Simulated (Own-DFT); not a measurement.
# Point defects and the pressure they add: C11b WSi2

The numbers are computed, not measured, by runs of the plane-wave DFT program Own-DFT (in-house, retired, unreviewed) at fixed positions, with no spin and no spin-orbit coupling.

Settings: PBE; PseudoDojo norm-conserving scalar-relativistic files; cutoff 50 hartree; 5 x 5 x 5 k mesh centred on Gamma; cold (Marzari-Vanderbilt) smearing of 0.2 eV.

Caveats: forces on such cells failed a check on a denser k mesh; stress not checked against mesh or cutoff.

All runs share one cell, with vectors in Å (-2.148, -5.953, 3.409); (-6.444, 2.976, 1.136); (-2.553, -2.948, -6.757) and a volume of 403.2 Å³. The atoms are randomly displaced, by u rms on each axis. The defect's site can differ from row to row.

| cell | formula | u (Å) | P (GPa) |
|---|---|---|---|
| no defect | Si20W10 | 0.0187 | 4.56 |
| no defect | Si20W10 | 0.0205 | 4.47 |
| no defect | Si20W10 | 0.0511 | 5.23 |
| one W on a Si site | Si19W11 | 0.0246 | 9.85 |
| one W on a Si site | Si19W11 | 0.0510 | 10.69 |
| one W on a Si site | Si19W11 | 0.0521 | 10.75 |
| one Si on a W site | Si21W9 | 0.0278 | 6.10 |
| one Si on a W site | Si21W9 | 0.0283 | 6.33 |
| one Si on a W site | Si21W9 | 0.0480 | ? |
| one Si on a W site | Si21W9 | 0.0514 | 7.65 |
| one Si vacancy | Si19W10 | 0.0271 | 3.12 |
| one Si vacancy | Si19W10 | 0.0527 | 4.51 |
| one Si vacancy | Si19W10 | 0.0562 | 4.16 |

## Analysis

P = P0 + c u² + a shift for each defect gives P0 = 4.20 GPa, c = 488 ± 76 GPa/Å² and a scatter of 0.26 GPa. The shifts, and each times the cell's volume:

- one W on a Si site: 5.26 ± 0.22 GPa, 13.2 eV
- one Si on a W site: 1.80 ± 0.21 GPa, 4.5 eV
- one Si vacancy: -1.36 ± 0.23 GPa, -3.4 eV

A positive shift means that the defect pushes the cell outwards. Shift times volume (160.2 GPa Å³ is 1 eV) depends little on the cell's size, so, taken for each site, it can be compared between cells at like pressure. The atoms around the defects weren't relaxed, which would change these numbers.

## Check

Question: what pressure belongs in the blank (one Si on a W site, u = 0.0480 Å)?

Estimate: 7.13 ± 0.31 GPa. Computed: 6.89 GPa.
